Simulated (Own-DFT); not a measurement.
Al3GaN4 (wurtzite random alloy, strained, atoms displaced) (calculated)

Computed with Own-DFT development build. A calculation, not a measurement: plane-wave PBE density functional theory by an unreviewed code, no spin, of a simulated periodic cell, stress positive in tension, free energy of the whole cell less one offset for each atom, forces on such cells passed a denser k mesh, this cell's mesh not checked; offsets are fitted by least squares, one for each functional and potential file, so energies compare only between cells with the same atoms and settings and are not formation energies; the far tail of each file's local potential was reset to the Coulomb form; each entry is a single point on an unrelaxed cell, so the pressure reflects the starting lattice, mostly measured values, from which strain is counted, and rises with the displacements; printed positions are rounded, which can move forces by about a meV/angstrom; the program is a retired in-house code; no spin-orbit coupling.

### Al3GaN4 (wurtzite random alloy, strained, atoms displaced)

```
CELL_PARAMETERS angstrom
9.11190 0.00000 0.00000
-4.55600 7.89120 0.00000
0.00000 0.00000 10.06550
ATOMIC_POSITIONS crystal
Al 0.11128 0.21173 0.00522
Ga 0.22515 0.11342 0.25006
N 0.11813 0.22914 0.18169
N 0.23928 0.11894 0.43883
Al 0.10477 0.22163 0.49828
Al 0.21692 0.10645 0.75057
N 0.10952 0.22857 0.68520
N 0.23623 0.11508 0.94131
Al 0.12346 0.55766 0.98916
Al 0.22371 0.45484 0.25293
N 0.11256 0.55676 0.17982
N 0.22585 0.43485 0.43402
Ga 0.11413 0.56032 0.50868
Al 0.22105 0.44556 0.74282
N 0.10646 0.55445 0.69552
N 0.21642 0.44740 0.93268
Ga 0.10677 0.88127 0.99693
Ga 0.22685 0.78072 0.24260
N 0.11056 0.88737 0.19521
N 0.22325 0.76883 0.43657
Al 0.11445 0.89553 0.50374
Al 0.21737 0.77343 0.74621
N 0.09471 0.89042 0.69002
N 0.22313 0.79325 0.93839
Al 0.44871 0.22613 0.00685
Ga 0.56072 0.12727 0.25125
N 0.44547 0.21885 0.19517
N 0.55573 0.11525 0.44205
Al 0.44402 0.21078 0.50275
Al 0.55800 0.10973 0.75371
N 0.44325 0.23026 0.68887
N 0.54808 0.12011 0.94150
Al 0.45219 0.56349 0.99582
Al 0.54452 0.43855 0.25489
N 0.45321 0.56028 0.18094
N 0.55701 0.44837 0.44256
Al 0.43823 0.55768 0.50450
Al 0.57024 0.45144 0.73802
N 0.45446 0.55292 0.69314
N 0.55473 0.44894 0.94473
Al 0.44897 0.89834 0.00281
Al 0.55751 0.77389 0.24410
N 0.44788 0.88682 0.19784
N 0.54637 0.77372 0.44346
Al 0.43962 0.87933 0.49855
Al 0.55372 0.77130 0.75688
N 0.43779 0.88296 0.68879
N 0.55919 0.78476 0.94196
Ga 0.77775 0.22431 0.00917
Ga 0.88661 0.10826 0.25013
N 0.79303 0.22250 0.19578
N 0.89186 0.11602 0.43681
Al 0.77296 0.21391 0.49802
Al 0.88449 0.10595 0.74636
N 0.76553 0.21359 0.68748
N 0.89134 0.12011 0.94288
Al 0.78221 0.55217 0.00312
Ga 0.88058 0.43635 0.24962
N 0.77465 0.55431 0.18936
N 0.89556 0.45723 0.43309
Al 0.77895 0.56658 0.50570
Al 0.89094 0.44224 0.75467
N 0.78716 0.55770 0.68536
N 0.89119 0.43941 0.94808
Ga 0.79187 0.90170 0.00700
Al 0.89999 0.78318 0.24855
N 0.78413 0.88442 0.19276
N 0.89590 0.78756 0.44003
Al 0.77809 0.89719 0.49894
Al 0.88682 0.78174 0.74799
N 0.78100 0.89054 0.69766
N 0.88500 0.77868 0.94606
```

* functional: PBE
* potential files: PseudoDojo norm-conserving, scalar-relativistic, standard set with the stringent files for Ga
* wave cutoff: 96 hartree
* occupations: Gaussian
* smearing width: 0.01 eV
* k mesh: 4 x 4 x 3 centred on Gamma
* free energy of cell above offsets: -18.080 eV
* pressure: 21.11 GPa
* stress xx: -27.66 GPa
* stress yy: -24.12 GPa
* stress zz: -11.54 GPa
* stress yz: -0.46 GPa
* stress xz: 0.28 GPa
* stress xy: 1.56 GPa

Force:
```
element  x (eV/Å)  y (eV/Å)  z (eV/Å)
     Al     0.027     2.198    -2.049
     Ga    -1.007    -0.384     0.663
      N     -0.32     0.413       1.7
      N    -3.165    -1.574     0.682
     Al      2.36    -0.115     0.398
     Al     0.427     2.072     0.516
      N      0.01    -1.437    -0.075
      N    -2.224    -0.234    -0.787
     Al    -2.674     1.337     2.128
     Al     0.753    -0.569    -1.647
      N     0.339    -0.421    -0.347
      N    -1.015     1.081     0.761
     Ga    -0.155    -1.968     -1.35
     Al     1.383    -0.088     1.821
      N     0.578    -0.002     0.044
      N     3.584    -1.501    -0.844
     Ga    -1.693     2.431     2.017
     Ga    -0.531    -1.485     1.427
      N     0.141      0.91    -1.563
      N    -1.215     2.822     0.654
     Al     0.605    -0.426    -0.945
     Al    -0.766      1.81     1.158
      N     3.413     0.118    -0.681
      N     4.279     -3.19    -1.867
     Al    -1.284     1.615    -0.134
     Ga     2.911    -2.944     1.404
      N    -1.469     2.415    -2.444
      N     1.472    -2.008    -0.108
     Al    -0.367     3.481     1.309
     Al    -2.533    -0.387     0.052
      N     0.956    -1.945     0.103
      N     2.476    -1.411      -0.5
     Al     -1.24    -0.965     0.148
     Al     1.199     1.677     0.124
      N    -1.338    -1.046     0.971
      N    -0.182    -0.394     0.138
     Al     1.876     -1.03    -0.106
     Al    -0.747    -1.643     2.541
      N     -2.48     0.903    -0.906
      N     1.763    -0.373     -1.55
     Al    -0.245    -0.545     0.247
     Al     0.315     0.345     1.393
      N     1.375     1.858     -2.28
      N     2.196     0.642    -1.248
     Al    -0.761     1.878     0.448
     Al     -0.31     1.003    -0.403
      N     0.592      0.24     0.062
      N    -0.721     0.417    -0.285
     Ga    -0.401    -0.866     -0.41
     Ga     3.199    -0.774     0.574
      N    -3.677    -0.626     -1.47
      N    -0.494     -0.77      1.05
     Al    -0.434     2.588     0.471
     Al    -0.041     1.943     1.451
      N     2.005     1.335    -0.227
      N     1.306    -0.234    -1.852
     Al    -1.459     0.341     0.312
     Ga     0.968     3.314     0.258
      N    -0.815     0.255    -0.022
      N    -0.908    -1.947     2.496
     Al     0.819     -0.79    -2.256
     Al    -1.041    -1.191      0.46
      N     0.394     0.606     1.134
      N    -0.241      2.45    -2.419
     Ga    -1.567    -1.048    -0.358
     Al    -1.159    -2.372     1.452
      N     -1.07    -0.089     0.618
      N    -0.789      0.11     -0.03
     Al     0.255    -1.625     0.468
     Al    -0.241     -1.75     1.933
      N    -1.741    -0.694    -1.982
      N     0.544    -1.747    -2.442
```
